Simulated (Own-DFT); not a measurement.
# What a defect does to the pressure of its cell: L1_0 TiAl

Source: density functional calculations with Own-DFT, an unreviewed in-house program that is no longer used. Nothing was measured or relaxed, and spin and spin-orbit coupling are left out.

Method: PBE; PseudoDojo norm-conserving scalar-relativistic files; cutoff 42 hartree; 4 x 4 x 4 k mesh centred on Gamma; cold (Marzari-Vanderbilt) smearing of 0.2 eV.

Limits: forces on such cells failed a check on a denser k mesh; stress not checked against mesh or cutoff.

All runs share one cell, with vectors in Å (5.622, 5.622, 0.000); (-5.622, 5.622, 0.000); (0.000, 0.000, 8.133) and a volume of 514.0 Å³. u is the rms random offset of the atoms per axis. The defect's site can differ from row to row.

```
            cell   formula   u (Å)  P (GPa)
       no defect  Al16Ti16  0.0201     1.17
       no defect  Al16Ti16  0.0441     1.57
       no defect  Al16Ti16  0.0520     1.72
  one Ti vacancy  Al16Ti15  0.0258     0.53
  one Ti vacancy  Al16Ti15  0.0294        ?
  one Ti vacancy  Al16Ti15  0.0309     0.58
  one Ti vacancy  Al16Ti15  0.0328     0.64
two Al vacancies  Al14Ti16  0.0308    -0.76
two Al vacancies  Al14Ti16  0.0453    -0.41
two Al vacancies  Al14Ti16  0.0455    -0.33
```

## Worked fit

P = P0 + c u² + a shift for each defect gives P0 = 1.04 GPa, c = 268 ± 24 GPa/Å² and a scatter of 0.05 GPa. The shifts, and each times the cell's volume:

- one Ti vacancy: -0.69 ± 0.04 GPa, -2.2 eV
- two Al vacancies: -1.99 ± 0.04 GPa, -6.4 eV (-3.2 eV for each of its 2 sites)

Positive is outwards. The product with the volume (160.2 GPa Å³ to the eV) is nearly free of the cell's size; divided by the bulk modulus at the cell's pressure it gives the volume that the defect adds. The atoms around the defects weren't relaxed, which would change these numbers.

## Check

Question: what pressure belongs in the blank (one Ti vacancy, u = 0.0294 Å)?

From the fit: 0.57 ± 0.05 GPa. Computed: 0.42 GPa.
